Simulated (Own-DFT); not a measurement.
# What random displacements cost in monoclinic HfO2, 96 atoms (Hf32O64)

Calculated results; nothing here was measured. The program, named Own-DFT, is a retired in-house plane-wave density functional code that no person has reviewed. Each row is one single-point run on a periodic cell that was not relaxed, without spin or spin-orbit coupling.

Settings of every run: PBE; PseudoDojo norm-conserving scalar-relativistic files; cutoff 72 hartree; 2 x 2 x 2 k mesh centred on Gamma; Fermi-Dirac smearing of 0.1 eV.

Known limits, some of them of some rows only: some atoms lie very close together; hafnium file: forces about 75 meV/angstrom off all-electron values; oxygen file: force components 24 meV/angstrom off all-electron in a glass; forces on such cells passed a denser k mesh, each cell not checked; stress not checked against mesh or cutoff.

Cell vectors in Å: (10.234, 0.000, 0.000); (0.000, 10.350, 0.000); (-1.696, 0.000, 10.445). In each run every atom was moved at random and independently from its ideal site; u is the rms move along one axis. E is the free energy for each atom above the fitted value at u = 0, and F the rms of the force components.

```
run   u (Å)  E (meV/atom)  F (eV/Å)  largest force (eV/Å)  P (GPa)
  1  0.0182           9.3     0.402                  1.53     4.00
  2  0.0200           9.9     0.418                  1.44     3.88
  3  0.0203          11.8     0.464                  2.14     4.14
  4  0.0493          62.9     1.083                  3.96     5.91
  5  0.0495             ?         ?                     ?        ?
  6  0.0540          70.8     1.118                  4.50     6.06
  7  0.0788         175.5     2.023                 13.08     8.79
  8  0.0793         175.1     1.996                 10.71     9.20
  9  0.1184         407.0     3.413                 15.68    16.20
 10  0.1465         466.4     3.235                 15.31    18.41
```

## Worked fit

For small independent moves the energy grows as E = (3/2) K u², with K the mean stiffness felt by one atom. The runs with u up to 0.11 Å give K = 17.8 ± 0.6 eV/Å², with residuals divided by u² + 0.0006 Å², since the noise grows with the moves. The scatter is 4.2 meV/atom at u = 0.05 Å. The forces follow F = G u with G = 22.8 eV/Å²; no force at u = 0 is resolved. G exceeds K because the moves of its neighbours add to the force on an atom, and stiffness differs between atoms. At u = 0.146 Å the parabola gives 574 meV/atom and the run 466. The pressure follows P = 3.69 + 848 u² GPa: at fixed volume, shortened bonds push harder than stretched ones pull.

## Withheld run

Question: what energy and rms force should run 5 give?

The fit gives 65 ± 5 meV/atom and about 1.13 eV/Å. The calculation gave 66.6 meV/atom and 1.126 eV/Å.
